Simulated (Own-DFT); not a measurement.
# How strain changes the stress of 4H SiC, 72 atoms (C36Si36)

Calculated results; nothing here was measured. They come from Own-DFT, an in-house plane-wave density functional program, since retired, whose code no person has reviewed. Each row is one single-point run on a periodic cell that was not relaxed, without spin or spin-orbit coupling.

Settings of every run: PBE; PseudoDojo norm-conserving scalar-relativistic files; cutoff 42 hartree; 4 x 4 x 3 k mesh centred on Gamma; Fermi-Dirac smearing of 0.1 eV.

Known limits: forces on such cells passed a denser k mesh, each cell not checked; stress not checked against mesh or cutoff.

Unstrained cell vectors in Å: (9.248, 0.000, 0.000); (-4.624, 8.009, 0.000); (0.000, 0.000, 10.068). The unstrained cell has measured lattice constants (interpolated for alloys), not those of this functional. That, the random moves and any unrelaxed bonds set the pressure at no strain. Each run strains this cell uniformly, with the atoms carried along. Every atom was also moved at random, by a Gaussian of width 0.05 Å on each axis. Strain is the symmetric tensor, in per cent. Stress is positive in tension, and the pressure is minus a third of its trace.

| run | e_xx (%) | e_yy (%) | e_zz (%) | e_yz (%) | e_xz (%) | e_xy (%) | s_xx (GPa) | s_yy (GPa) | s_zz (GPa) | s_yz (GPa) | s_xz (GPa) | s_xy (GPa) | P (GPa) | E (meV/atom) |
|---|---|---|---|---|---|---|---|---|---|---|---|---|---|---|
| 1 | -1.32 | -1.32 | 1.34 | -1.69 | -1.89 | -1.21 | -12.89 | -11.07 | -1.92 | -5.40 | -6.71 | -5.31 | 8.63 | 61.3 |
| 2 | -0.20 | -1.14 | 0.93 | -0.61 | 0.15 | -0.56 | -6.34 | -11.31 | -1.33 | -2.32 | 0.42 | -2.99 | 6.33 | 31.5 |
| 3 | -1.02 | 1.77 | -0.57 | 1.96 | 1.37 | 0.04 | -7.71 | 4.05 | -11.75 | 7.50 | 5.06 | -1.73 | 5.14 | 36.5 |
| 4 | 1.96 | 1.96 | -0.06 | -0.19 | -0.33 | 0.43 | 7.24 | 7.26 | -4.03 | -0.54 | -0.71 | 1.55 | -3.49 | 0.0 |
| 5 | 1.23 | 1.93 | -0.52 | -1.57 | 1.91 | 1.78 | 2.61 | 5.80 | -10.59 | -5.26 | 6.02 | 8.28 | 0.73 | 61.2 |
| 6 | 1.20 | -1.31 | -0.48 | 0.08 | 0.06 | 1.11 | -0.17 | -12.33 | -10.31 | 1.44 | 0.12 | 4.91 | 7.60 | 61.8 |
| 7 | -1.79 | 1.02 | 1.07 | 0.44 | 1.19 | 0.13 | -13.95 | -0.06 | -0.10 | 1.09 | 3.26 | -1.17 | 4.71 | 27.7 |
| 8 | 1.18 | 0.13 | 0.70 | -0.31 | -0.15 | -0.82 | 3.07 | -4.13 | -0.76 | -0.06 | -0.24 | -4.09 | 0.61 | 9.7 |
| 9 | 1.14 | 0.02 | 1.17 | 1.17 | 0.05 | 1.28 | 2.66 | -3.97 | 1.01 | 4.03 | 0.16 | 4.98 | 0.10 | 21.3 |
| 10 | 1.55 | -1.41 | 0.69 | 1.59 | -0.93 | 0.58 | 3.35 | -13.59 | -1.64 | 4.78 | -2.38 | 2.72 | 3.96 | 47.9 |
| 11 | 1.38 | -0.24 | 1.58 | -0.05 | -0.42 | -0.64 | 2.72 | -4.13 | 3.68 | 0.23 | -1.03 | -3.41 | -0.76 | 13.4 |
| 12 | 0.87 | 1.07 | -1.27 | 1.26 | -1.97 | 0.49 | -1.47 | 1.18 | -11.51 | 5.05 | -7.16 | 3.57 | 3.93 | 35.2 |
| 13 | 1.71 | -1.83 | -0.26 | -0.89 | 0.20 | 0.92 | 1.81 | -14.17 | -6.73 | -3.41 | 0.29 | 4.47 | 6.36 | 30.7 |
| 14 | -0.76 | 0.39 | -0.38 | 1.47 | -0.78 | 0.04 | -10.18 | -5.22 | -6.33 | 4.84 | -2.51 | -0.21 | 7.24 | 35.9 |
| 15 | -0.48 | 0.36 | -0.78 | -1.92 | -1.48 | 0.10 | -7.66 | -1.29 | -13.35 | -6.17 | -4.18 | 0.73 | 7.43 | 38.4 |
| 16 | -1.88 | 1.05 | -1.12 | -1.52 | 1.12 | 0.45 | -14.40 | -3.18 | -14.79 | -5.72 | 4.63 | 1.92 | 10.79 | 71.9 |
| 17 | -1.52 | -0.52 | 0.81 | -0.74 | 0.25 | 0.82 | ? | ? | ? | ? | ? | ? | ? | ? |

E is the free energy for each atom above the lowest run shown.

## Worked fit

Each stress component was fitted by least squares to a constant and the strains of the runs shown, as fractions, with shears doubled. Shear strains stay in the fit of a normal stress only where such slopes are resolved. The slopes, in GPa:

| stress | at no strain | per e_xx | per e_yy | per e_zz | scatter |
|---|---|---|---|---|---|
| s_xx | -5.1 | 541 ± 18 | 96 ± 21 | 75 ± 28 | 0.91 |
| s_yy | -5.2 | 60 ± 26 | 559 ± 30 | 64 ± 41 | 1.33 |
| s_zz | -6.7 | 84 ± 32 | 35 ± 37 | 601 ± 50 | 1.62 |

Each shear stress against twice its own strain: yz 172 ± 7, xz 170 ± 9, xy 236 ± 11 GPa. These are stiffnesses along x, y and z of the frame in which the cell vectors are given, which need not be the crystal's axes. The atoms are held to the strained lattice; where symmetry lets them move under strain, relaxing them would lower some slopes. The table should be nearly symmetric about its diagonal, and what it lacks of that shows the noise. A ninth of its sum, 235 ± 7 GPa, estimates the bulk modulus near the mean pressure of these runs, 4.3 GPa, so it lies above the value at zero pressure.

## Withheld run

Question: what normal stresses and pressure should run 17 give?

The fit gives s_xx = -13.2, s_yy = -8.5, s_zz = -3.3 and P = 8.3 GPa. The calculation gave -13.56, -7.67, -1.77 and P = 7.67 GPa.
